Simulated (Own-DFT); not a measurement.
## Calculated data, Si$_{12}$O$_{23}$ (quartz with two neutral oxygen vacancies, strained, atoms displaced)

All values are calculated (Own-DFT development build). A calculation, not a measurement: plane-wave PBE and HSE06 DFT by an unreviewed code, no spin, of a simulated cell at Gamma alone, so results move with cell size and shape, stress positive in tension, energies less offsets, not probed for a lower state with spin; oxygen file: force components 24 meV/angstrom off all-electron in a glass; k mesh not checked against a denser one; forces and stress are PBE's, HSE06 gives the energy alone, and its difference from PBE has offsets of its own; offsets are fitted by least squares, one for each functional and potential file, so energies compare only between cells with the same atoms and settings and are not formation energies; the far tail of each file's local potential was reset to the Coulomb form; each entry is a single point on an unrelaxed cell, so the pressure reflects the starting lattice, mostly measured values (interpolated for alloys), from which strain is counted, and rises with the displacements; printed positions are rounded, which can move forces by about a meV/angstrom; the program, named Own-DFT, is a retired in-house code; no spin-orbit coupling.

Common to all runs: first functional PBE; second functional HSE06; exact exchange share 0.25; screening 0.11 1/bohr; exchange divergence Gygi-Baldereschi; potential files PseudoDojo norm-conserving, scalar-relativistic, made for PBE, standard set; wave cutoff 48 hartree; occupations fixed; k mesh 1 x 1 x 1 centred on Gamma.

(1) Si$_{12}$O$_{23}$ (quartz with two neutral oxygen vacancies, strained, atoms displaced)

```
CELL_PARAMETERS angstrom
9.68510 0.06610 -0.01970
-4.78530 8.54830 0.09920
-0.02160 0.11360 10.66620
ATOMIC_POSITIONS crystal
Si 0.22716 0.00137 0.99641
Si 0.00107 0.23288 0.33530
Si 0.26835 0.26518 0.16269
O 0.20651 0.13207 0.05932
O 0.42439 0.29703 0.22422
O 0.36081 0.07393 0.39134
O 0.07845 0.37509 0.43760
O 0.12699 0.20414 0.27368
O 0.29191 0.42739 0.10678
Si 0.23502 0.99737 0.49695
Si 0.99760 0.23171 0.83515
Si 0.26725 0.26046 0.66614
O 0.21136 0.13518 0.55866
O 0.43439 0.29463 0.72676
O 0.36542 0.07625 0.89202
O 0.07366 0.36457 0.94022
O 0.13256 0.20519 0.77296
O 0.28793 0.42017 0.61204
Si 0.23814 0.50321 0.99817
Si 0.99940 0.72905 0.33506
Si 0.26118 0.75771 0.17331
O 0.21286 0.64038 0.06160
O 0.42724 0.78968 0.22550
O 0.36377 0.57125 0.39125
O 0.07922 0.86994 0.43968
O 0.13690 0.70822 0.27439
O 0.29294 0.92696 0.10972
Si 0.23756 0.50141 0.49991
Si 0.00763 0.73358 0.83404
Si 0.26133 0.76331 0.66635
O 0.19929 0.62946 0.56000
O 0.42141 0.78685 0.72916
O 0.36914 0.57574 0.89288
O 0.07238 0.86732 0.94352
O 0.12815 0.70544 0.77075
O 0.29311 0.92407 0.61012
Si 0.73510 0.99942 0.00008
Si 0.49965 0.23303 0.33404
Si 0.77114 0.27092 0.16506
O 0.70793 0.12937 0.06245
O 0.92149 0.28691 0.22430
O 0.86372 0.07169 0.39230
O 0.57542 0.36375 0.44112
O 0.63539 0.20600 0.27705
O 0.78989 0.42228 0.10720
Si 0.73684 0.00560 0.49858
Si 0.49831 0.23073 0.83221
Si 0.77190 0.26621 0.66495
O 0.70352 0.13322 0.56096
O 0.93142 0.29662 0.72901
O 0.87023 0.07520 0.88982
O 0.57057 0.36580 0.94351
O 0.63431 0.20706 0.76879
O 0.78659 0.42442 0.60939
Si 0.73821 0.50107 0.99992
Si 0.50415 0.73516 0.33259
Si 0.76923 0.76454 0.16322
O 0.70986 0.63150 0.06162
O 0.92767 0.79805 0.22642
O 0.86961 0.57368 0.39519
O 0.57137 0.86799 0.43485
O 0.63617 0.70848 0.27427
O 0.78843 0.92615 0.10547
Si 0.72950 0.49582 0.49814
Si 0.50192 0.73706 0.83456
Si 0.75730 0.76090 0.66141
O 0.70790 0.63608 0.55804
O 0.86564 0.57455 0.89408
O 0.56890 0.86522 0.94307
O 0.63132 0.71251 0.76939
```

* PBE energy of cell above offsets: -19.563 eV
* HSE06 less PBE above offsets: -0.528 eV
* PBE pressure: 12.43 GPa
* PBE stress xx: -15.31 GPa
* PBE stress yy: -9.59 GPa
* PBE stress zz: -12.39 GPa
* PBE stress yz: 2.58 GPa
* PBE stress xz: 1.78 GPa
* PBE stress xy: 0.21 GPa

Force:
```tsv
element	x (eV/Å)	y (eV/Å)	z (eV/Å)
Si	3.914	-0.778	1.897
Si	-1.95	1.824	0.971
Si	-3.295	-0.904	0.376
O	-1.708	1.606	0.513
O	3.152	0.316	1.724
O	1.634	0.627	-1.507
O	-1.118	-1.981	-0.877
O	3.824	-0.311	-1.984
O	0.634	-0.084	0.697
Si	-0.484	0.761	2.459
Si	2.202	2.18	0.252
Si	0.011	-0.068	1.035
O	-0.095	-0.776	-0.603
O	-2.272	0.907	-2.4
O	-0.417	-1.654	0.237
O	0.078	0.847	0.597
O	0.931	-0.66	0.199
O	-0.272	1.728	-0.907
Si	-1.967	-0.347	0.116
Si	-0.674	3.115	0.109
Si	1.895	3.932	-4.014
O	-0.135	-1.926	-1.625
O	0.03	0.481	-0.539
O	1.363	0.839	-0.779
O	-1.556	-2.586	-1.33
O	-2.139	-1.967	3.143
O	-0.495	-0.249	-0.343
Si	-0.387	-0.41	1.201
Si	-7.7	1.679	0.879
Si	1.786	-1.416	-0.888
O	-0.141	0.647	0.318
O	-1.14	0.818	-1.396
O	0.51	-0.499	-0.414
O	-1.333	-2.07	-1.391
O	4.005	-1.423	-0.974
O	-0.512	1.718	-0.857
Si	-1.552	0.359	-2.356
Si	-0.462	0.48	-0.647
Si	-1.916	-4.928	0.141
O	-1.11	1.745	0.402
O	3.079	1.004	1.425
O	1.327	0.786	-1.194
O	-1.477	-1.088	-0.748
O	0.685	0.033	-0.576
O	-0.029	2.498	-0.173
Si	-0.013	-4.673	2.41
Si	2.227	1.863	2.283
Si	-1.349	-0.318	0.476
O	-0.296	0.506	-0.259
O	-0.608	0.862	-1.552
O	-1.317	-3.001	1.454
O	0.402	-0.252	-0.464
O	0.516	-0.704	0.905
O	0.582	0.711	-0.059
Si	-2.269	-1.652	-0.871
Si	-1.117	-0.425	1.121
Si	-2.117	0.112	0.427
O	-0.804	0.452	-0.097
O	2.366	0.009	1.056
O	-0.293	-1.387	0.14
O	0.053	1.255	1.125
O	2.126	-0.673	-0.824
O	2.256	-1.325	1.93
Si	0.469	1.648	1.084
Si	-0.81	0.332	1.636
Si	2.609	4.732	0.433
O	-0.079	-2.484	-2.251
O	1.623	0.268	-1.017
O	0.363	0.494	-0.021
O	0.755	-1.154	0.759
```

(2) Si$_{12}$O$_{23}$ (quartz with two neutral oxygen vacancies, strained, atoms displaced)

```
CELL_PARAMETERS angstrom
9.86290 -0.09000 0.05600
-5.00940 8.62310 -0.12920
0.06160 -0.12850 10.62150
ATOMIC_POSITIONS crystal
Si 0.23510 0.99980 0.00009
Si 0.00033 0.23605 0.33452
Si 0.27004 0.27083 0.16891
O 0.20292 0.13346 0.06467
O 0.42560 0.29241 0.23148
O 0.36821 0.07586 0.39472
O 0.07412 0.36684 0.43707
O 0.13773 0.20674 0.27071
O 0.29897 0.42674 0.10797
Si 0.23623 0.00502 0.49390
Si 0.99993 0.23747 0.83443
Si 0.27325 0.27107 0.66642
O 0.20242 0.13339 0.56178
O 0.42871 0.29215 0.72723
O 0.36957 0.07633 0.89002
O 0.12760 0.20741 0.77240
O 0.29157 0.42669 0.60323
Si 0.23530 0.49768 0.00045
Si 0.99806 0.73434 0.33341
Si 0.26379 0.76003 0.16858
O 0.42295 0.78257 0.22417
O 0.36160 0.56962 0.39351
O 0.07065 0.86489 0.44047
O 0.12984 0.70445 0.27600
O 0.28820 0.91991 0.10582
Si 0.23762 0.50137 0.49847
Si 0.00026 0.73923 0.83656
Si 0.26868 0.77225 0.66615
O 0.20958 0.63457 0.55955
O 0.42271 0.79534 0.72426
O 0.36874 0.57853 0.89652
O 0.07697 0.86571 0.94008
O 0.12983 0.70726 0.77515
O 0.29121 0.91971 0.60284
Si 0.74339 0.00325 0.99944
Si 0.49808 0.23455 0.33686
Si 0.76146 0.26768 0.16786
O 0.71076 0.13863 0.05938
O 0.93015 0.29562 0.22995
O 0.86639 0.07455 0.39129
O 0.57413 0.36399 0.44173
O 0.62719 0.19848 0.27364
O 0.78867 0.42543 0.10881
Si 0.72709 0.99241 0.50076
Si 0.50392 0.23550 0.83772
Si 0.76930 0.27205 0.66843
O 0.70777 0.13371 0.56150
O 0.93192 0.29601 0.72495
O 0.86746 0.07461 0.88769
O 0.57073 0.36874 0.93658
O 0.63898 0.21515 0.77209
O 0.79648 0.43140 0.61101
Si 0.73507 0.49855 0.00083
Si 0.50172 0.73712 0.33469
Si 0.76688 0.76976 0.16465
O 0.70355 0.64124 0.05883
O 0.92716 0.79026 0.22913
O 0.86891 0.57325 0.39305
O 0.56987 0.86870 0.44122
O 0.62889 0.70873 0.27116
O 0.79513 0.92740 0.11258
Si 0.73421 0.49883 0.50505
Si 0.50363 0.73081 0.83465
Si 0.76628 0.76900 0.66677
O 0.70633 0.62897 0.55883
O 0.92588 0.79001 0.72194
O 0.87316 0.57330 0.89367
O 0.57748 0.86640 0.94218
O 0.63796 0.70927 0.77223
O 0.79708 0.92683 0.60852
```

- PBE energy of cell above offsets: -21.005 eV
- HSE06 less PBE above offsets: -0.128 eV
- PBE pressure: 8.62 GPa
- PBE stress xx: -7.38 GPa
- PBE stress yy: -8.46 GPa
- PBE stress zz: -10.02 GPa
- PBE stress yz: -1.4 GPa
- PBE stress xz: 1.57 GPa
- PBE stress xy: -2.58 GPa

Force:
```tsv
element	x (eV/Å)	y (eV/Å)	z (eV/Å)
Si	0.503	1.644	1.245
Si	1.08	-1.639	-1.553
Si	0.169	-0.197	-0.618
O	1.194	-1.701	-1.81
O	1.035	0.5	-0.135
O	1.016	-0.319	-1.346
O	-0.079	1.483	2.007
O	-2.481	-0.481	2.312
O	-0.022	0.994	-0.546
Si	-1.106	-2.234	3.891
Si	0.526	3.18	1.448
Si	-2.431	-0.129	0.531
O	0.637	-0.832	-1.022
O	0.885	0.279	0.381
O	-0.589	-1.629	1.098
O	2.845	0.065	-1.287
O	1.326	-0.63	1.375
Si	-3.199	-0.655	1.376
Si	-0.036	-1.046	0.56
Si	-0.428	-1.787	-2.565
O	0.635	0.996	0.492
O	2.619	2.412	-2.813
O	-0.064	1.357	0.957
O	1.22	-0.178	-0.435
O	0.283	0.215	0.09
Si	-2.349	-0.582	1.758
Si	-0.172	-2.118	-3.428
Si	-1.718	-2.961	0.458
O	-0.28	-0.366	-0.268
O	4.352	-0.232	2.74
O	0.91	-0.481	-0.953
O	-1.203	1.544	1.793
O	1.116	0.269	-0.672
O	-1.769	3.538	-2.017
Si	-1.134	-0.252	1.562
Si	0.764	-0.138	-1.927
Si	2.427	-0.015	1.519
O	0.643	-1.473	-1.444
O	-2.183	0.294	-1.736
O	-0.659	-1.451	0.843
O	-0.236	0.918	1.449
O	-0.374	0.116	0.319
O	-0.194	0.689	0.079
Si	2.905	3.987	1.19
Si	-0.785	-0.855	-3.442
Si	1.465	-0.138	-1.47
O	-0.048	-0.361	-0.223
O	-0.549	0.483	-0.138
O	-0.01	-1.057	0.383
O	0.188	2.448	2.742
O	-0.741	-0.838	1.62
O	0.253	0.029	0.149
Si	-0.864	2.069	-0.048
Si	-1.822	-2.483	-0.388
Si	0.886	-0.125	2.769
O	1.515	-3.328	-2.621
O	-1.793	0.561	-1.792
O	-0.755	-1.206	0.729
O	-1.653	-1.244	-0.038
O	1.779	-0.165	-0.148
O	-0.75	2.48	-1.472
Si	1.986	-0.155	-1.714
Si	-2.633	2.132	-1.443
Si	1.695	-0.78	-1.668
O	-1.811	1.975	1.025
O	0.828	0.249	1.129
O	-1.016	-0.789	0.919
O	0.047	0.23	0.167
O	-0.76	-0.975	1.146
O	-1.039	0.889	-1.076
```

(3) Si$_{12}$O$_{23}$ (quartz with two neutral oxygen vacancies, strained, atoms displaced)

```
CELL_PARAMETERS angstrom
9.87630 -0.17770 0.19130
-5.09200 8.44450 0.00240
0.21040 0.12450 10.86420
ATOMIC_POSITIONS crystal
Si 0.23453 0.00148 0.00190
Si 0.99941 0.23330 0.33166
Si 0.25807 0.26027 0.16686
O 0.21102 0.13674 0.05729
O 0.42511 0.29079 0.22719
O 0.36431 0.07493 0.38980
O 0.07413 0.37160 0.44248
O 0.13495 0.20377 0.27332
O 0.29065 0.42940 0.10518
Si 0.23071 0.99699 0.49719
Si 0.00041 0.23501 0.83379
Si 0.26068 0.26061 0.66681
O 0.20439 0.13362 0.56017
O 0.42804 0.29095 0.72744
O 0.36294 0.06853 0.89501
O 0.06965 0.36946 0.94287
O 0.13477 0.20415 0.77498
O 0.29860 0.42605 0.60393
Si 0.23331 0.49783 0.99360
Si 0.00506 0.74255 0.33451
Si 0.25881 0.76161 0.16604
O 0.20557 0.63336 0.05829
O 0.42620 0.79068 0.22846
O 0.36319 0.57439 0.39829
O 0.07555 0.86731 0.44083
O 0.13328 0.70741 0.27812
O 0.29804 0.92772 0.10129
Si 0.23518 0.50271 0.50475
Si 0.99928 0.73098 0.83214
Si 0.25692 0.76404 0.66517
O 0.20428 0.63241 0.55841
O 0.42317 0.79376 0.72525
O 0.37320 0.56987 0.88628
O 0.07917 0.87162 0.93560
O 0.12540 0.70381 0.77077
O 0.29323 0.92499 0.60834
Si 0.73936 0.00048 0.00322
Si 0.49567 0.23752 0.34023
Si 0.76534 0.26589 0.16705
O 0.70899 0.13421 0.05972
O 0.92612 0.29392 0.22510
O 0.86768 0.07359 0.39696
O 0.57301 0.37104 0.44318
O 0.62804 0.19897 0.27207
O 0.79435 0.42553 0.10993
Si 0.73003 0.99107 0.49750
Si 0.50385 0.23904 0.83775
Si 0.76719 0.26646 0.66212
O 0.70556 0.13047 0.55770
O 0.86494 0.07539 0.88946
O 0.57749 0.36922 0.93667
O 0.79962 0.43022 0.60457
Si 0.73017 0.49533 0.99610
Si 0.49721 0.73354 0.33823
Si 0.76899 0.76736 0.17009
O 0.71336 0.63954 0.05733
O 0.92669 0.79587 0.22861
O 0.86140 0.56763 0.39289
O 0.57104 0.86613 0.44019
O 0.63505 0.70101 0.27344
O 0.79178 0.92967 0.10718
Si 0.73452 0.50010 0.49902
Si 0.50495 0.73791 0.83011
Si 0.77502 0.76997 0.66332
O 0.70459 0.62945 0.55973
O 0.93178 0.78961 0.72473
O 0.86581 0.57776 0.89390
O 0.57646 0.87298 0.93833
O 0.62910 0.70835 0.77130
O 0.79309 0.93076 0.60535
```

* PBE energy of cell above offsets: -18.519 eV
* HSE06 less PBE above offsets: -0.100 eV
* PBE pressure: 9.67 GPa
* PBE stress xx: -6.75 GPa
* PBE stress yy: -13.61 GPa
* PBE stress zz: -8.64 GPa
* PBE stress yz: 3.23 GPa
* PBE stress xz: 7.3 GPa
* PBE stress xy: -6.6 GPa

Force:
```tsv
element	x (eV/Å)	y (eV/Å)	z (eV/Å)
Si	0.056	-1.529	1.118
Si	-0.586	3.318	-0.001
Si	3.814	3.24	-2.443
O	-0.854	0.118	0.242
O	-0.575	0.189	-0.064
O	-0.818	-3.613	1.317
O	-0.651	-2.061	-1.48
O	-2.96	-1.371	3.044
O	0.226	-0.812	0.126
Si	1.712	2.066	4.27
Si	-1.059	3.51	-2.859
Si	3.485	1.861	-0.392
O	0.534	-1.713	-1.246
O	-1.104	0.122	-0.441
O	1.989	1.375	-1.949
O	-1.24	-1.992	-1.287
O	-1.603	-0.947	2.138
O	-0.667	0.614	-0.103
Si	1.307	1.938	2.428
Si	-1.953	-2.41	-1.121
Si	3.235	1.035	-0.756
O	0.26	-0.592	-0.496
O	-0.618	-0.157	-0.125
O	1.351	-0.944	-1.262
O	-2.085	-1.38	-0.207
O	-0.255	-0.39	0.489
O	-0.328	-0.204	0.902
Si	-0.25	-2.486	1.677
Si	-0.959	4.457	0.452
Si	4.059	-0.814	0.317
O	-0.988	0.95	0.848
O	-0.114	-0.255	0.196
O	-1.131	-1.808	1.1
O	-1.322	-1.596	-0.476
O	1.449	-1.473	0.369
O	-1.969	2.789	-2.535
Si	-2.45	0.045	-0.475
Si	2.572	3.269	-4.356
Si	0.669	-1.337	-0.16
O	0.119	0.048	-0.025
O	1.663	-0.178	1.034
O	1.008	-0.901	-1.36
O	-1.404	-1.664	-0.462
O	-2.019	0.123	1.954
O	-1.804	2.473	-2.407
Si	-0.768	2.298	2.931
Si	1.606	-2.165	-5.161
Si	0.189	-1.314	3.721
O	0.03	-0.481	-0.441
O	0.154	-2.58	0.734
O	-2.22	-0.444	1.13
O	-0.662	1.303	-0.977
Si	1.468	2.295	5.414
Si	1.068	1.176	-3.984
Si	0.111	-0.136	-2.983
O	0.363	-0.545	0.126
O	1.89	0.625	0.829
O	2.284	2.432	-2.84
O	-1.177	-1.024	-0.182
O	-3.035	-0.354	2.686
O	1.528	-0.664	1.477
Si	0.171	-0.74	3.118
Si	-3.582	2.947	0.3
Si	-1.029	-1.107	0.733
O	-0.397	1.607	0.913
O	-1.143	0.635	-0.982
O	0.142	-2.765	0.071
O	-0.349	-1.133	-0.436
O	4.546	-0.096	-2.236
O	1.072	-0.682	0.505
```
